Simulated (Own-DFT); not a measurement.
## Calculated data, Si$_{3}$N$_{4}$ (beta silicon nitride, atoms displaced)

A calculation, not a measurement: plane-wave PBE density functional theory by an unreviewed code, no spin, of a simulated periodic cell, stress positive in tension, free energy of the whole cell less one offset for each atom, forces on such cells passed a denser k mesh, this cell's mesh not checked; offsets are fitted by least squares, one for each functional and potential file, so energies compare only between cells with the same atoms and settings and are not formation energies; the far tail of each file's local potential was reset to the Coulomb form; each entry is a single point on an unrelaxed cell, so the pressure reflects the starting lattice, mostly measured values (interpolated for alloys), from which strain is counted, and rises with the displacements; printed positions are rounded, which can move forces by about a meV/angstrom; the program, named Own-DFT, is a retired in-house code; no spin-orbit coupling. Program: Own-DFT development build.

```xyz
42
Lattice="7.6060 0.0000 0.0000 -3.8030 6.5870 0.0000 0.0000 0.0000 8.7270" Properties=species:S:1:pos:R:3:force_x:R:1:force_y:R:1:force_z:R:1 formula=Si3N4 functional=PBE potential_files=PseudoDojo_norm-conserving,scalar-relativistic,standard_set wave_cutoff=42 occupations=Fermi-Dirac smearing_width=0.1 k_mesh=3_x_3_x_3_centred_on_Gamma free_energy_of_cell_above_offsets=-7.314 pressure=5.56 stress_xx=-4.69 stress_yy=-4.35 stress_zz=-7.64 stress_yz=0.13 stress_xz=0.18 stress_xy=0.21
Si    -1.5977     5.0376     0.7673      0.904      1.294     -2.479
Si     0.2453     2.6455     0.7536     -1.141      1.791     -1.968
Si     1.4147     5.4517     0.7503      -0.79     -1.016     -1.391
Si     5.4157     1.5068     2.1704     -1.406     -0.198     -0.058
Si     3.6102     3.9053     2.1704     -0.141     -0.379      0.237
Si     2.3776     1.1161     2.2092      1.191      1.398     -1.115
N      2.4130     0.2160     0.7277     -0.672     -0.677      0.554
N      6.2216     1.9579     0.7280      1.333      0.363      0.347
N      2.7827     4.3502     0.7276     -0.501      1.103      0.378
N      1.3907     6.3512     2.1914      0.456      1.425      0.117
N     -2.3984     4.6183     2.1698      -1.31     -0.637      0.884
N      0.9932     2.2182     2.1931       1.35     -1.439      0.638
N     -0.0084     4.4328     0.7134      0.965     -1.644      0.365
N      3.8082     2.2003     2.1770     -0.279     -0.961       0.27
Si    -1.6061     5.0466     3.6264      1.306     -0.375      0.673
Si     0.1687     2.6683     3.6299      1.059      0.383      1.085
Si     1.3952     5.4480     3.6406     -0.041     -0.817       0.83
Si     5.4009     1.5131     5.0742     -0.261      0.371       0.98
Si     3.5918     3.9101     5.0853     -0.106      0.071      0.539
Si     2.3960     1.1394     5.0590      1.197      0.148      1.412
N      2.4175     0.1680     3.6330     -0.417      0.373      -0.02
N      6.2270     1.9489     3.6122      0.088     -0.035      0.411
N      2.8144     4.4225     3.6121     -0.288      0.392       0.44
N      1.3903     6.3894     5.1288      0.256      0.143      -1.66
N     -2.3990     4.6074     5.0913     -1.063     -0.376     -0.573
N      1.0233     2.1594     5.1114     -0.358     -0.035     -1.716
N      0.0310     4.3771     3.6661     -0.985      0.423     -0.207
N      3.8142     2.1977     5.0932     -0.588     -0.434     -0.296
Si    -1.5926     5.0587     6.5279      0.949       0.04      0.625
Si     0.2289     2.6393     6.5364      -0.67      1.696      0.286
Si     1.3664     5.4471     6.5413      0.029     -0.815      0.729
Si     5.4060     1.5108     8.0236     -0.439      0.237     -1.468
Si     3.6202     3.9316     8.0218     -0.582      -0.98      -1.46
Si     2.3995     1.1436     7.9977      1.236      0.319     -0.253
N      2.3913     0.1905     6.5456       -0.1      0.434     -0.531
N      6.2428     1.9868     6.5351     -0.385      -0.42      0.164
N      2.7418     4.3928     6.5464      1.045     -0.098     -0.037
N      1.4095     6.3833     7.9872      0.386      0.044      0.954
N     -2.4214     4.6363     7.9777     -0.174     -0.073      1.095
N      1.0351     2.1915     7.9677     -0.157     -0.349      1.534
N      0.0108     4.4003     6.5643     -0.391     -0.848     -0.281
N      3.8216     2.1903     8.0072     -0.505      0.155     -0.036
```

Units: wave_cutoff in hartree; smearing_width, free_energy_of_cell_above_offsets in eV; pressure, stress_xx, stress_yy, stress_zz, stress_yz, stress_xz, stress_xy in GPa; force_x, force_y, force_z in eV/Å.
